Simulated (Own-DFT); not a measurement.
## Calculated data, Si3Ge (layered order of Si and Ge on the diamond lattice, atoms displaced)

A calculation, not a measurement: plane-wave density functional theory by an unreviewed code, no spin, of a simulated periodic cell, stress positive in tension, run twice, with PBE and with PBEsol, both on files made for PBE, so the change isn't that of files made for PBEsol, forces on such cells passed a denser k mesh, this cell's mesh not checked; the far tail of each file's local potential was reset to the Coulomb form; each entry is a single point on an unrelaxed cell, so the pressure reflects the starting lattice, mostly measured values (interpolated for alloys), from which strain is counted, and rises with the displacements; printed positions are rounded, which can move forces by about a meV/angstrom; the program, named Own-DFT, is a retired in-house code; no spin-orbit coupling; stress was not checked against mesh or cutoff. Program: Own-DFT development build.

### Si3Ge (layered order of Si and Ge on the diamond lattice, atoms displaced)

```
Si3Ge
1.0
     10.9755     0.0000     0.0000
      0.0000    10.9755     0.0000
      0.0000     0.0000    10.9755
Ge Si Ge Si Ge Si Ge Si Ge Si Ge Si Ge Si Ge Si Ge Si Ge Si Ge Si Ge Si
1 2 2 2 1 8 1 2 2 2 1 8 1 2 2 2 1 8 1 2 2 2 1 8
Direct
  0.99862 0.00633 0.00148
  0.99728 0.24963 0.24983
  0.24999 0.99698 0.24639
  0.24398 0.24938 0.99564
  0.12417 0.12822 0.12644
  0.12545 0.37898 0.37546
  0.37150 0.12926 0.37405
  0.37469 0.37440 0.12227
  0.99648 0.00393 0.49706
  0.99992 0.25045 0.75089
  0.24925 0.00237 0.75191
  0.24614 0.25227 0.49867
  0.12625 0.12504 0.62629
  0.12658 0.38037 0.87851
  0.37650 0.12376 0.87780
  0.37399 0.37620 0.62426
  0.99812 0.49895 0.00010
  0.00202 0.75502 0.24821
  0.25054 0.50124 0.25348
  0.25131 0.75059 0.00309
  0.12760 0.62252 0.12601
  0.12267 0.87315 0.37422
  0.37648 0.61923 0.37770
  0.37185 0.87093 0.12505
  0.99781 0.50305 0.49559
  0.00417 0.75092 0.74664
  0.24404 0.49683 0.75420
  0.25038 0.75465 0.49941
  0.12590 0.62134 0.62161
  0.12537 0.87878 0.87251
  0.37137 0.62594 0.87473
  0.37685 0.87893 0.62355
  0.50384 0.00100 0.00662
  0.49621 0.24990 0.25410
  0.75253 0.99883 0.25008
  0.75199 0.24830 0.00251
  0.62450 0.12452 0.12367
  0.62764 0.37514 0.37012
  0.87931 0.12508 0.37413
  0.87734 0.37752 0.11848
  0.50564 0.99981 0.49686
  0.50092 0.24869 0.75121
  0.75230 0.00135 0.74623
  0.74980 0.24902 0.50106
  0.63030 0.12307 0.62703
  0.62357 0.37495 0.87532
  0.87378 0.12809 0.87447
  0.87427 0.37832 0.62766
  0.50690 0.50083 0.00149
  0.49795 0.75124 0.25038
  0.74731 0.50145 0.24992
  0.75014 0.75341 0.99976
  0.62486 0.62657 0.12266
  0.62457 0.87266 0.37684
  0.87929 0.62582 0.37647
  0.87550 0.87193 0.12359
  0.50075 0.49814 0.50345
  0.50248 0.75484 0.75452
  0.75196 0.49705 0.75034
  0.74844 0.75293 0.49914
  0.62421 0.62776 0.62217
  0.62663 0.87759 0.86978
  0.87878 0.62320 0.87754
  0.87139 0.87249 0.62309
```

* functional: PBE, then PBEsol
* potential files: PseudoDojo norm-conserving, scalar-relativistic, standard set
* wave cutoff: 42 hartree
* occupations: Fermi-Dirac
* smearing width: 0.1 eV
* k mesh: 3 x 3 x 3 centred on Gamma
* PBE pressure: 2.49 GPa
* PBE stress xx: -2.49 GPa
* PBE stress yy: -2.51 GPa
* PBE stress zz: -2.47 GPa
* PBE stress yz: 0.15 GPa
* PBE stress xz: -0.29 GPa
* PBE stress xy: -0.5 GPa
* PBEsol pressure: 0.7 GPa
* PBEsol stress xx: -0.7 GPa
* PBEsol stress yy: -0.72 GPa
* PBEsol stress zz: -0.69 GPa
* PBEsol stress yz: 0.16 GPa
* PBEsol stress xz: -0.28 GPa
* PBEsol stress xy: -0.48 GPa
* rms change of force components from PBE to PBEsol: 0.045 eV/Å

Force:
```
force element  PBE force x (eV/Å)  PBE force y (eV/Å)  PBE force z (eV/Å)  PBEsol force x (eV/Å)  PBEsol force y (eV/Å)  PBEsol force z (eV/Å)
           Ge              -0.003              -0.633              -0.839                  0.003                 -0.615                 -0.739
           Si               0.387               0.716               0.476                  0.388                  0.713                  0.369
           Si              -0.222               0.457               1.005                 -0.214                  0.446                  0.895
           Ge               0.867               0.101              -0.121                  0.841                  0.093                 -0.035
           Ge                0.11              -0.264               0.713                  0.105                 -0.259                  0.605
           Si              -0.493              -0.418              -0.275                  -0.49                 -0.414                 -0.282
           Si               0.109              -0.858               0.259                  0.097                 -0.857                  0.255
           Ge              -0.127               0.021               0.676                 -0.121                  0.023                  0.589
           Si                0.63              -0.744                0.64                  0.624                 -0.738                  0.641
           Si               0.246               0.415              -0.011                  0.249                  0.413                 -0.001
           Si               0.532              -0.097              -0.308                  0.529                 -0.093                 -0.296
           Si               0.234              -0.013               0.308                  0.227                 -0.011                  0.304
           Si              -0.374               0.103              -0.182                 -0.368                  0.096                 -0.179
           Si              -0.894              -0.856              -0.809                 -0.897                 -0.857                 -0.685
           Si              -0.023               0.053              -0.526                  -0.02                   0.05                 -0.419
           Si              -0.133              -0.405               0.461                 -0.136                 -0.401                  0.458
           Ge               0.883               0.682               -0.57                  0.853                  0.651                 -0.469
           Si              -0.061              -1.003               0.493                 -0.072                  -0.99                   0.38
           Si               0.292               -0.36               0.022                  0.284                 -0.351                 -0.082
           Ge              -0.745              -0.245              -1.464                  -0.72                 -0.234                 -1.339
           Ge              -0.433               0.276               0.662                 -0.421                  0.276                  0.569
           Si               0.227               0.741               0.162                  0.224                  0.735                  0.159
           Si              -0.036               0.894               0.038                 -0.031                  0.883                  0.035
           Ge               0.817               0.691               0.714                  0.788                  0.663                  0.614
           Si               0.276              -0.565               0.778                   0.27                 -0.566                  0.771
           Si              -0.342               -0.28               0.175                 -0.336                 -0.278                  0.178
           Si               0.917               0.648              -0.812                  0.908                  0.641                 -0.798
           Si               0.233              -0.723               0.082                  0.232                 -0.711                  0.079
           Si               0.056               0.486               0.111                  0.062                  0.472                  0.103
           Si              -0.163              -0.225               0.121                 -0.166                 -0.224                  0.217
           Si               0.648              -0.193              -0.359                  0.635                 -0.186                 -0.265
           Si               0.051              -0.003               0.253                  0.055                 -0.001                  0.251
           Ge              -0.714               -0.84              -1.498                 -0.686                 -0.806                 -1.381
           Si               0.406               0.149              -0.305                  0.401                  0.153                 -0.398
           Si              -0.233              -0.019               0.551                  -0.23                 -0.022                   0.45
           Ge              -0.516               0.346              -1.057                 -0.505                  0.343                 -0.953
           Ge               0.407               0.507               1.786                  0.393                  0.485                  1.655
           Si              -0.437               -0.24               0.824                 -0.432                 -0.238                  0.806
           Si              -0.956               0.277              -0.078                 -0.952                  0.277                 -0.088
           Ge              -0.697              -0.444               1.902                 -0.674                 -0.431                  1.766
           Si              -0.686               0.563                0.33                 -0.677                  0.566                  0.321
           Si              -0.182               0.013              -0.228                 -0.182                  0.011                 -0.223
           Si               0.286              -0.204               0.508                  0.293                 -0.202                  0.513
           Si               0.358               0.292              -0.225                  0.353                   0.29                 -0.224
           Si              -0.723               0.346               -0.41                 -0.719                  0.343                 -0.401
           Si               0.529              -0.328              -0.534                  0.519                 -0.318                 -0.426
           Si               0.075              -0.305               -0.65                  0.068                   -0.3                 -0.538
           Si               0.342              -0.505              -0.656                  0.345                   -0.5                 -0.654
           Ge              -1.238              -0.087              -1.037                 -1.205                 -0.072                 -0.928
           Si               0.115               -0.59               0.704                  0.105                 -0.579                  0.597
           Si               0.842                0.19               0.159                  0.833                  0.202                  0.059
           Ge              -0.056              -0.488              -1.139                 -0.049                 -0.476                 -1.024
           Ge               0.215               0.559               1.162                  0.205                  0.539                  1.046
           Si               0.174               0.312              -0.742                  0.173                  0.305                 -0.748
           Si              -0.817                0.59              -0.705                 -0.809                  0.591                 -0.711
           Ge               0.154               0.806               0.595                  0.139                  0.785                  0.497
           Si                0.29               -0.03              -0.414                  0.295                  -0.04                 -0.408
           Si              -0.688              -0.667              -0.815                 -0.685                 -0.664                 -0.796
           Si              -0.471               0.784               0.189                 -0.473                  0.781                    0.2
           Si               0.215              -0.722              -0.106                  0.214                 -0.717                 -0.111
           Si               0.185              -0.152               0.717                  0.184                 -0.147                  0.711
           Si                0.17               0.437               0.364                  0.177                  0.439                  0.459
           Si              -0.464               0.633              -1.116                 -0.451                   0.62                 -1.005
           Si               0.654               0.418               0.051                   0.65                  0.408                  0.051
```
